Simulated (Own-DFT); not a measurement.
# Hybrid less PBE against volume: monoclinic HfO2, 94 atoms (Hf32O62), with two O vacancies

Calculated, not measured. Each geometry was run twice at fixed positions with Own-DFT, a retired in-house plane-wave program that no person has reviewed: with PBE, and with HSE06 (exact exchange share 0.25 at short range, screening 0.11 per bohr, Gygi-Baldereschi treatment of its divergence). Both used PseudoDojo norm-conserving files made for PBE, a cutoff of 48 hartree, the Gamma point alone, fixed occupations, a neutral cell and no spin. With Gamma alone and a thickness of 10.1 Å, finite-size errors remain in every number. The hafnium file keeps the 4f electrons in the core, and its forces lie about 75 meV/Å off all-electron values. The oxygen file's force components were 24 meV/Å off all-electron values in a glass.

Unstrained cell vectors in Å: (10.234, 0.000, 0.000); (0.000, 10.350, 0.000); (-1.695, 0.000, 10.445), volume V0 = 1106.4 Å³, from measured lattice constants. Each geometry has its own random strain of a few per cent, its own defect sites and random moves of rms u per axis. HSE06 gave the energy alone. D is its energy less that of PBE, over the lowest D shown. The PBE stress wasn't checked against mesh or cutoff.

```
run,V - V0 (Å³),u (Å),P with PBE (GPa),D (eV)
1,3.1,0.0298,3.85,1.111
2,-34.8,0.0505,14.22,0.529
3,3.3,0.0527,5.55,1.327
4,-39.2,0.0316,13.96,0.000
5,-45.6,0.0511,16.69,0.050
6,-46.3,0.0502,15.95,0.262
7,-29.3,0.0519,13.25,0.624
8,-2.7,0.0291,4.43,1.004
9,7.0,0.0500,3.65,1.494
10,-12.6,0.0302,6.33,0.685
11,-19.9,0.0270,7.90,0.553
12,-27.6,0.0480,11.36,0.453
13,-7.2,0.0498,6.96,?
```

## Fit

D = 0.89 + 0.0248 (V - V0) + 156 u² eV, with an error of 0.0014 on the volume slope, 32 on the last term and a scatter of 0.09 eV. Pressure is -dE/dV, and 1 eV/Å³ is 160.2 GPa, so HSE06 changes the pressure by -4.0 ± 0.2 GPa. With the ions held to the strained lattice, the PBE pressure falls by 259 ± 10 GPa per unit of volume strain; the shape of the strain isn't fitted, so the true error is larger, and a relaxed crystal would be softer. On that slope HSE06's volume at a given pressure is about 1.5 % smaller, or 0.5 % in lengths. At u = 0 and V0 the PBE pressure is 2.9 GPa, which puts the zero-pressure volume, against the measured cell and with the defects in, at +1.1 % for PBE and -0.4 % for HSE06, each good to a few tenths of a per cent.

## Test on the hidden row

Q: what D should run 13 give?

The fit gives 1.10 eV, with rows scattering by 0.09. The calculation gave 1.037 eV.
